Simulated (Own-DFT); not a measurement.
# Forces on the neighbours of a vacancy: 2H SiC, 71 atoms (C35Si36), with one C vacancy

All numbers below are calculated, not measured. The program, named Own-DFT, is a retired in-house plane-wave density functional code that no person has reviewed. Each row is one single-point run on a periodic cell that was not relaxed, without spin or spin-orbit coupling.

Settings of every run: PBE; PseudoDojo norm-conserving scalar-relativistic files; cutoff 42 hartree; 4 x 4 x 3 k mesh centred on Gamma; Fermi-Dirac smearing of 0.1 eV.

Known limits: not probed for a lower state with spin; forces on such cells moved up to 12 meV/angstrom on a denser k mesh; stress not checked against mesh or cutoff.

Cell vectors in Å: (9.248, 0.000, 0.000); (-4.624, 8.009, 0.000); (0.000, 0.000, 10.068). Every atom was also moved at random, by a Gaussian of width 0.03 Å on each axis. The defect's site can differ from row to row. The empty site has 4 nearest neighbours, all Si. For each, d is its distance from the empty site and R the part of its force along the line away from it, positive outwards. The last column is the rms force component on atoms over 4.5 Å away.

```
run  d1 (Å)  d2 (Å)  d3 (Å)  d4 (Å)  R1 (eV/Å)  R2 (eV/Å)  R3 (eV/Å)  R4 (eV/Å)  far F (eV/Å)
  1   1.857   1.862   1.870   1.874      -0.20       0.05      -0.38      -0.74          0.83
  2   1.830   1.839   1.861   1.922       0.00       0.01      -0.08      -0.59          0.86
  3   1.791   1.850   1.888   1.898       0.39      -0.12      -0.73      -0.31          0.91
  4   1.843   1.882   1.884   1.924      -0.05      -0.83      -0.28      -0.59          0.80
  5   1.857   1.861   1.862   1.928      -0.64      -0.30      -0.36      -0.56          0.76
  6   1.844   1.851   1.925   1.926      -0.21      -0.04      -0.59      -1.45          0.67
  7   1.883   1.893   1.905   1.905      -0.47      -0.55      -0.69      -0.46          0.82
  8   1.832   1.884   1.891   1.904       0.03      -0.65      -0.31      -0.59          0.83
  9   1.849   1.855   1.864   1.893          ?          ?          ?          ?             ?
```

## Worked fit

A straight line through the 32 neighbours shown gives R = -0.38 - 8.2 (d - 1.876) eV/Å, with a scatter of 0.23 left by the moves of the other atoms. The slope, with an error of 1.2, is the pull back towards the neighbour's own site. The constant, -0.38 ± 0.04 eV/Å, is the force at the mean distance: with one bond gone, the neighbours are pushed inwards, towards the empty site. It shows how a relaxation would start, not where it would end, and it depends somewhat on the width of the random moves.

## Withheld run

Question: what mean R should the neighbours of run 9 feel? Their mean d is 1.865 Å.

The line gives -0.30 ± 0.07 eV/Å, by the scatter of the means of the runs shown. The calculation gave R = 0.17, 0.09, -0.11, -0.14, a mean of 0.00 eV/Å.
